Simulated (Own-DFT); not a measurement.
# Computed records: AlN (wurtzite, strained, atoms displaced)

All values are calculated (Own-DFT development build). A calculation, not a measurement: plane-wave PBE density functional theory by an unreviewed code, no spin, of a simulated periodic cell, stress positive in tension, free energy of the whole cell less one offset for each atom, forces on such cells passed a denser k mesh, this cell's mesh not checked; offsets are fitted by least squares, one for each functional and potential file, so energies compare only between cells with the same atoms and settings and are not formation energies; the far tail of each file's local potential was reset to the Coulomb form; each entry is a single point on an unrelaxed cell, so the pressure reflects the starting lattice, mostly measured values (interpolated for alloys), from which strain is counted, and rises with the displacements; printed positions are rounded, which can move forces by about a meV/angstrom; the program, named Own-DFT, is a retired in-house code; no spin-orbit coupling.

## AlN (wurtzite, strained, atoms displaced)

```xyz
128
Lattice="12.5032 -0.1201 -0.0018 -6.3556 10.9104 -0.1345 -0.0014 -0.1251 9.7700" Properties=species:S:1:pos:R:3 AlN
Al     0.0465     1.6734     9.6888
Al     1.6586     0.8882     2.4471
N     -0.0717     1.7382     1.7589
N      1.5043     0.7206     4.3403
Al    -0.0925     1.6237     4.8899
Al     1.5553     0.7528     7.2634
N     -0.0887     1.6862     6.6697
N      1.4308     0.7795     9.1752
Al    -1.5452     4.3999     9.6763
Al     0.0437     3.5624     2.3885
N     -1.6583     4.5834     1.7186
N     -0.0575     3.5892     4.2906
Al    -1.5278     4.4857     4.8609
Al     0.0750     3.4819     7.2722
N     -1.5317     4.4571     6.6695
N     -0.0163     3.5350     9.1200
Al    -3.1257     7.1986     9.6522
Al    -1.5896     6.2540     2.4300
N     -3.2728     7.2467     1.7950
N     -1.6633     6.2264     4.1638
Al    -3.2043     7.2690     4.8906
Al    -1.6972     6.2157     7.2156
N     -3.0972     7.2521     6.6843
N     -1.5897     6.2937     9.1112
Al    -4.7826     9.7662     9.6310
Al    -3.2115     9.0120     2.3057
N     -4.7772     9.8891     1.8667
N     -3.2695     9.0491     4.2080
Al    -4.7753     9.9078     4.7630
Al    -3.2368     8.9563     7.2105
N     -4.7314     9.8659     6.6169
N     -3.2707     8.9514     9.0790
Al     3.0752     1.8071    -0.0137
Al     4.7965     0.8539     2.4126
N      3.0303     1.7473     1.8418
N      4.6504     0.8171     4.3545
Al     3.0928     1.7565     4.9046
Al     4.6762     0.7790     7.2964
N      3.0552     1.7007     6.7178
N      4.7335     0.7803     9.2091
Al     1.4623     4.5196     0.0317
Al     3.0191     3.5218     2.4129
N      1.5196     4.5649     1.7175
N      3.1202     3.6163     4.1132
Al     1.5033     4.4902     4.8368
Al     3.0576     3.5160     7.2493
N      1.4903     4.4112     6.6423
N      3.0210     3.4944     9.2602
Al    -0.0583     7.0847     9.5622
Al     1.4775     6.2586     2.3611
N     -0.1834     7.1228     1.7496
N      1.5384     6.2297     4.2209
Al    -0.0538     7.1867     4.8702
Al     1.5079     6.1932     7.3310
N     -0.0738     7.0804     6.6407
N      1.4393     6.2658     9.1227
Al    -1.6408     9.8331     9.5587
Al    -0.0247     9.0448     2.3722
N     -1.7007     9.8543     1.7959
N     -0.0696     9.0004     4.1666
Al    -1.6147     9.8547     4.7507
Al    -0.1032     8.9779     7.1873
N     -1.6384     9.9252     6.5717
N     -0.0545     8.9565     9.1364
Al     6.2080     1.6579     0.0014
Al     7.7591     0.8491     2.4668
N      6.2768     1.6603     1.7495
N      7.8444     0.7325     4.4237
Al     6.3276     1.6716     4.8039
Al     7.8384     0.7059     7.2578
N      6.2562     1.6447     6.7926
N      7.8559     0.7333     9.2091
Al     4.6731     4.2916     9.6811
Al     6.3195     3.5594     2.4505
N      4.6847     4.4103     1.7910
N      6.0979     3.4813     4.2527
Al     4.6597     4.4084     4.9316
Al     6.3272     3.5019     7.2887
N      4.7070     4.3724     6.6769
N      6.2486     3.4679     9.1942
Al     3.0351     7.1328     9.6486
Al     4.6220     6.2182     2.4404
N      3.0811     7.1719     1.7146
N      4.5859     6.2353     4.3260
Al     3.0443     7.1030     4.7392
Al     4.6319     6.2429     7.2421
N      3.0507     7.1291     6.6567
N      4.6570     6.1770     9.0302
Al     1.5312     9.7300     9.5911
Al     2.9620     9.0067     2.2102
N      1.4851     9.9077     1.7311
N      3.0516     8.9705     4.1462
Al     1.5358     9.9540     4.7398
Al     2.9761     8.8154     7.2089
N      1.4944     9.8015     6.6354
N      3.0801     8.8749     9.1078
Al     9.3566     1.5919     9.7294
Al    10.9463     0.8060     2.4502
N      9.3256     1.6783     1.7054
N     10.8592     0.7842     4.2551
Al     9.3974     1.6198     4.8022
Al    11.0238     0.6952     7.2488
N      9.3679     1.5601     6.7577
N     10.9526     0.6278     9.1348
Al     7.8080     4.3330     9.7106
Al     9.3299     3.4875     2.4753
N      7.7811     4.4836     1.8266
N      9.3639     3.3975     4.3361
Al     7.7216     4.3787     4.8079
Al     9.2726     3.4847     7.3066
N      7.8097     4.4388     6.6945
N      9.3941     3.4003     9.1668
Al     6.1939     7.0036     9.6704
Al     7.8304     6.2016     2.3944
N      6.1076     7.1922     1.7773
N      7.7317     6.2067     4.2764
Al     6.2857     7.1418     4.8027
Al     7.6998     6.2482     7.2052
N      6.1761     7.0943     6.7264
N      7.7894     6.1944     9.0591
Al     4.5945     9.9060    -0.0027
Al     6.1441     9.0302     2.4910
N      4.5131     9.9306     1.7533
N      6.2003     8.9014     4.2660
Al     4.6354     9.8498     4.7656
Al     6.1688     8.8562     7.2025
N      4.5325     9.9136     6.6093
N      6.2307     8.9363     9.0869
```

Settings of this run: functional PBE, potential files PseudoDojo norm-conserving, scalar-relativistic, standard set, wave cutoff 42 hartree, occupations Fermi-Dirac, smearing width 0.1 eV, hardware one NVIDIA H100 and k mesh 2 x 2 x 2 centred on Gamma.

It finds free energy of cell above offsets -50.223 eV; pressure 7.87 GPa; stress xx -5.34 GPa; stress yy -2.96 GPa; stress zz -15.31 GPa; stress yz -3.43 GPa; stress xz 0.81 GPa; stress xy -3.08 GPa; wall time 395.8 s.

Force:
| element | x (eV/Å) | y (eV/Å) | z (eV/Å) |
| --- | --- | --- | --- |
| Al | -3.349 | 0.689 | 0.337 |
| Al | -3.419 | -2.615 | 0.302 |
| N | 2.01 | 1.142 | 1.825 |
| N | 0.203 | 2.53 | -0.174 |
| Al | 1.366 | 1.935 | -1.752 |
| Al | -0.936 | 0.089 | 0.637 |
| N | 3.108 | 1.085 | 0.961 |
| N | 4.092 | -1.538 | -0.96 |
| Al | -0.956 | 0.95 | -0.312 |
| Al | -1.887 | 0.313 | -0.467 |
| N | 0.762 | -2.278 | 1.988 |
| N | 1.184 | -1.525 | -0.8 |
| Al | -1.408 | -0.077 | -0.731 |
| Al | -2.457 | 0.061 | -0.394 |
| N | -0.82 | -0.701 | 1.499 |
| N | 0.325 | -0.947 | 0.125 |
| Al | -0.829 | -1.251 | 1.007 |
| Al | -1.656 | 1.002 | -2.756 |
| N | 2.051 | -0.217 | -0.595 |
| N | 0.117 | 1.162 | 3.855 |
| Al | 0.666 | -0.61 | -2.761 |
| Al | 1.763 | 0.025 | 0.728 |
| N | -1.769 | -1.342 | 0.225 |
| N | -1.345 | -1.418 | -1.116 |
| Al | 0.165 | 2.497 | 1.949 |
| Al | -0.69 | -0.285 | 0.917 |
| N | -0.123 | 1.723 | -1.535 |
| N | 1.505 | -1.147 | 0.469 |
| Al | 0.607 | -0.074 | -0.003 |
| Al | 0.859 | 1.693 | -0.042 |
| N | -0.818 | 0.043 | 0.429 |
| N | 1.881 | 0.496 | -0.409 |
| Al | -0.291 | -0.62 | -0.671 |
| Al | -2.813 | -1.365 | 0.612 |
| N | 2.966 | 0.695 | -0.226 |
| N | 1.011 | 0.031 | -0.857 |
| Al | -0.055 | -0.229 | -1.974 |
| Al | 0.186 | 0.601 | -0.174 |
| N | 0.761 | 0.331 | 1.117 |
| N | -3.089 | -1.264 | -0.761 |
| Al | 0.759 | 0.741 | -4.015 |
| Al | 1.5 | 1.258 | -3.693 |
| N | -0.005 | -1.963 | 4.424 |
| N | -1.026 | -1.02 | 5.261 |
| Al | 0.493 | -0.741 | -1.436 |
| Al | 0.604 | 0.086 | 1.168 |
| N | 1.765 | 0.379 | 1.284 |
| N | 0.466 | -0.227 | -2.026 |
| Al | -0.979 | 1.699 | 2.458 |
| Al | -0.289 | 1.836 | -0.759 |
| N | 2.89 | 1.794 | -0.007 |
| N | -1.419 | 0.458 | 0.159 |
| Al | -0.007 | -0.396 | -2.75 |
| Al | -0.316 | 0.352 | -2.126 |
| N | 0.103 | 0.946 | 1.899 |
| N | 1.895 | -1.667 | 0.283 |
| Al | -0.331 | 0.096 | 1.732 |
| Al | -1.561 | -1.671 | -2.213 |
| N | 1.871 | 1.967 | -1.148 |
| N | 0.533 | -0.261 | 1.878 |
| Al | -1.105 | 0.974 | -1.219 |
| Al | 0.259 | -0.556 | 0.146 |
| N | -0.31 | -1.009 | 1.876 |
| N | -0.779 | -0.805 | -1.605 |
| Al | 3.064 | 1.977 | -2.458 |
| Al | 1.91 | -1.381 | -1.38 |
| N | 0.094 | 1.508 | 3.577 |
| N | -0.693 | 1.991 | -2.757 |
| Al | -2.317 | 0.298 | 2.094 |
| Al | -0.184 | 0.126 | 1.587 |
| N | 0.337 | 0.746 | -1.226 |
| N | -1.637 | -1.525 | -0.927 |
| Al | -0.306 | 1.491 | 0.566 |
| Al | -2.377 | -0.116 | -2.257 |
| N | -0.195 | -0.113 | 0.752 |
| N | 2.483 | -0.397 | 0.814 |
| Al | -0.984 | 0.699 | -3.101 |
| Al | -1.408 | -0.971 | 0.543 |
| N | -0.644 | -0.069 | 2.506 |
| N | 0.126 | -1.068 | -0.66 |
| Al | 1.144 | -1.706 | 0.063 |
| Al | 0.059 | 0.173 | -1.356 |
| N | -0.719 | -0.279 | 1.338 |
| N | 1.728 | -0.427 | -0.242 |
| Al | 0.217 | 1.789 | 0.561 |
| Al | -0.555 | -0.888 | -1.004 |
| N | -0.2 | -1.794 | -0.078 |
| N | -1.075 | -0.564 | 1.616 |
| Al | -0.34 | 2.516 | 0.521 |
| Al | 1.506 | -1.032 | 1.706 |
| N | -1.006 | 0.941 | 0.039 |
| N | -0.08 | -0.286 | 0.245 |
| Al | -0.047 | -3.647 | 0.684 |
| Al | 1.289 | 2.837 | -0.012 |
| N | -0.586 | -0.052 | -0.132 |
| N | -0.148 | 0.042 | -0.515 |
| Al | 1.394 | -0.147 | -2.402 |
| Al | -1.282 | -0.1 | -2.095 |
| N | 0.132 | 0.573 | 4.894 |
| N | 1.458 | -1.666 | 0.395 |
| Al | -0.561 | 1.012 | 2.636 |
| Al | -3.44 | 0.226 | 2.454 |
| N | 0.64 | 1.716 | -1.021 |
| N | -0.047 | 0.783 | 0.739 |
| Al | 0.481 | 0.577 | -0.153 |
| Al | 0.902 | 0.147 | -2.101 |
| N | 0.712 | -1.48 | 0.633 |
| N | -0.89 | 1.228 | -0.562 |
| Al | 0.905 | -0.073 | 0.185 |
| Al | 2.107 | -1.575 | -0.769 |
| N | -0.379 | -0.061 | -0.43 |
| N | -0.951 | 0.599 | -0.411 |
| Al | 0.114 | 1.297 | 0.384 |
| Al | -2.093 | 1.583 | -0.397 |
| N | 0.973 | -0.371 | 1.192 |
| N | 1.063 | -0.654 | 0.304 |
| Al | -2.582 | -0.528 | 0.173 |
| Al | 1.557 | -0.689 | 0.77 |
| N | 0.207 | 0.363 | -1.646 |
| N | 0.06 | -0.819 | 0.72 |
| Al | 1.266 | 0.658 | -3.23 |
| Al | -0.456 | -1.33 | -3.474 |
| N | 1.317 | -0.389 | 2.279 |
| N | -0.947 | 0.486 | 1.118 |
| Al | -1.42 | -0.458 | -0.339 |
| Al | -0.752 | 1.991 | 0.566 |
| N | 0.965 | -3.398 | -0.189 |
| N | -2.794 | -2.181 | -0.418 |
